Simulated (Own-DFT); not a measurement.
SiC (4H silicon carbide, atoms displaced) (calculated)

All values are calculated (Own-DFT development build). A calculation, not a measurement: plane-wave PBE density functional theory by an unreviewed code, no spin, of a simulated periodic cell, stress positive in tension, free energy of the whole cell less one offset for each atom, forces on such cells passed a denser k mesh, this cell's mesh not checked; offsets are fitted by least squares, one for each functional and potential file, so energies compare only between cells with the same atoms and settings and are not formation energies; the far tail of each file's local potential was reset to the Coulomb form; each entry is a single point on an unrelaxed cell, so the pressure reflects the starting lattice, mostly measured values (interpolated for alloys), from which strain is counted, and rises with the displacements; printed positions are rounded, which can move forces by about a meV/angstrom; the program, named Own-DFT, is a retired in-house code; no spin-orbit coupling.

```cif
# cell vector a (Å): 6.1654 0.0000 0.0000
# cell vector b (Å): -3.0827 5.3394 0.0000
# cell vector c (Å): 0.0000 0.0000 10.0681
data_SiC
_symmetry_space_group_name_H-M 'P 1'
_symmetry_Int_Tables_number 1
_cell_length_a 6.1654
_cell_length_b 6.1654
_cell_length_c 10.0681
_cell_angle_alpha 90.000
_cell_angle_beta 90.000
_cell_angle_gamma 120.000
_cell_volume 331.44
loop_
_atom_site_label
_atom_site_type_symbol
_atom_site_fract_x
_atom_site_fract_y
_atom_site_fract_z
_atom_site_occupancy
Si1 Si 0.02307 0.03101 0.41065 1
Si2 Si 0.15521 0.30861 0.14627 1
C1 C 0.01190 0.00714 0.09822 1
C2 C 0.16122 0.33049 0.36194 1
Si3 Si 0.99188 0.49815 0.40473 1
Si4 Si 0.16427 0.85551 0.16098 1
C3 C 0.99338 0.48172 0.10647 1
C4 C 0.14757 0.80472 0.33700 1
Si5 Si 0.49491 0.01146 0.40307 1
Si6 Si 0.67339 0.31150 0.15890 1
C5 C 0.49279 0.99968 0.10132 1
C6 C 0.67193 0.34723 0.34151 1
Si7 Si 0.48338 0.48588 0.40663 1
Si8 Si 0.67756 0.83506 0.16956 1
C7 C 0.51500 0.51996 0.08112 1
C8 C 0.71545 0.84689 0.33786 1
Si9 Si 0.00721 0.99125 0.90843 1
Si10 Si 0.81721 0.62724 0.65206 1
C9 C 0.00558 0.00478 0.57822 1
C10 C 0.81429 0.66790 0.86514 1
Si11 Si 0.97338 0.46428 0.91681 1
Si12 Si 0.83492 0.17582 0.65887 1
C11 C 0.99866 0.52867 0.60057 1
C12 C 0.83112 0.16103 0.84385 1
Si13 Si 0.49047 0.00569 0.91709 1
Si14 Si 0.34541 0.66470 0.65129 1
C13 C 0.54368 0.01227 0.59831 1
C14 C 0.33060 0.67751 0.84155 1
Si15 Si 0.47226 0.46149 0.91913 1
Si16 Si 0.33333 0.19367 0.63216 1
C15 C 0.51212 0.49757 0.59505 1
C16 C 0.40486 0.21126 0.84098 1
_calc_functional 'PBE'
_calc_potential_files 'PseudoDojo norm-conserving, scalar-relativistic, standard set'
_calc_wave_cutoff 42  # hartree
_calc_occupations 'Fermi-Dirac'
_calc_smearing_width 0.1  # eV
_calc_hardware 'one NVIDIA H100'
_calc_k_mesh '5 x 5 x 3 centred on Gamma'
_calc_free_energy_of_cell_above_offsets '7.519'  # eV
_calc_pressure 13.55  # GPa
_calc_stress_xx -9.49  # GPa
_calc_stress_yy -17.05  # GPa
_calc_stress_zz -14.1  # GPa
_calc_stress_yz -3.46  # GPa
_calc_stress_xz -0.97  # GPa
_calc_stress_xy 0.23  # GPa
_calc_wall_time 117.2  # s
```

Force:
```csv
element,x (eV/Å),y (eV/Å),z (eV/Å)
Si,0.224,-5.696,-2.13
Si,1.111,6.106,2.747
C,-1.829,-2.633,-2.067
C,-0.132,3.381,-3.732
Si,0.106,-0.247,1.686
Si,2.772,-3.836,-0.431
C,0.572,1.348,-1.466
C,1.059,4.504,2.018
Si,2.33,-1.537,0.485
Si,-2.619,3.011,-0.117
C,0.82,-1.359,-0.133
C,-1.186,-2.088,0.586
Si,2.326,3.468,-0.768
Si,-1.124,-0.818,-4.389
C,-0.246,-1.957,7.474
C,-4.032,-1.43,3.341
Si,-0.596,1.183,-1.001
Si,-3.653,7.034,5.195
C,-0.452,-0.363,5.625
C,2.07,-1.832,-2.676
Si,0.444,4.544,-1.005
Si,3.928,1.59,0.82
C,7.578,-4.281,-3.708
C,1.048,-1.537,0.836
Si,2.605,-2.196,-2.068
Si,-1.644,2.064,2.369
C,-6.348,-2.589,-3.596
C,-0.225,-2.121,1.206
Si,-1.658,9.83,-2.531
Si,2.508,-5.979,4.594
C,-2.577,2.584,-3.045
C,-3.18,-8.149,-4.117
```
